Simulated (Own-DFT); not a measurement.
# One host, several defects: grey tin

No measurement is shown. These are fixed-geometry runs of a retired plane-wave code named Own-DFT, which no person has reviewed; spin and spin-orbit coupling are neglected.

Method: PBE; PseudoDojo norm-conserving scalar-relativistic files; cutoff 42 hartree; 3 x 3 x 3 k mesh centred on Gamma; cold (Marzari-Vanderbilt) smearing of 0.2 eV.

Known weak points (not all hold for every row): not probed for a lower state with spin; forces on such cells moved up to 12 meV/angstrom on a denser k mesh; stress not checked against mesh or cutoff.

All runs share one cell, with vectors in Å (12.978, 0.000, 0.000); (0.000, 12.978, 0.000); (0.000, 0.000, 12.978) and a volume of 2185.9 Å³. u is the rms random offset of the atoms per axis. The defect's site can differ from row to row.

| cell | formula | u (Å) | P (GPa) |
|---|---|---|---|
| no defect | Sn64 | 0.0206 | 3.38 |
| no defect | Sn64 | 0.0218 | 3.40 |
| no defect | Sn64 | 0.0452 | 3.58 |
| one Sn vacancy | Sn63 | 0.0315 | 3.26 |
| one Sn vacancy | Sn63 | 0.0463 | 3.36 |
| one Sn vacancy | Sn63 | 0.0526 | 3.39 |
| two Sn vacancies | Sn62 | 0.0288 | 3.13 |
| two Sn vacancies | Sn62 | 0.0300 | 3.13 |
| two Sn vacancies | Sn62 | 0.0490 | ? |
| two Sn vacancies | Sn62 | 0.0505 | 3.31 |

## What the rows give

P = P0 + c u² + a shift for each defect gives P0 = 3.36 GPa, c = 101 ± 9 GPa/Å² and a scatter of 0.02 GPa. The shifts, and each times the cell's volume:

- one Sn vacancy: -0.22 ± 0.02 GPa, -3.0 eV
- two Sn vacancies: -0.31 ± 0.02 GPa, -4.2 eV (-2.1 eV for each of its 2 sites)

Positive is outwards. The product with the volume (160.2 GPa Å³ to the eV) is nearly free of the cell's size; divided by the bulk modulus at the cell's pressure it gives the volume that the defect adds. The atoms around the defects weren't relaxed, which would change these numbers.

## Check

Asked: what pressure belongs in the blank (two Sn vacancies, u = 0.0490 Å)?

Estimate: 3.29 ± 0.03 GPa. The hidden result is 3.37 GPa. The miss is larger than the scatter suggests: chance, or a term that the fit lacks.
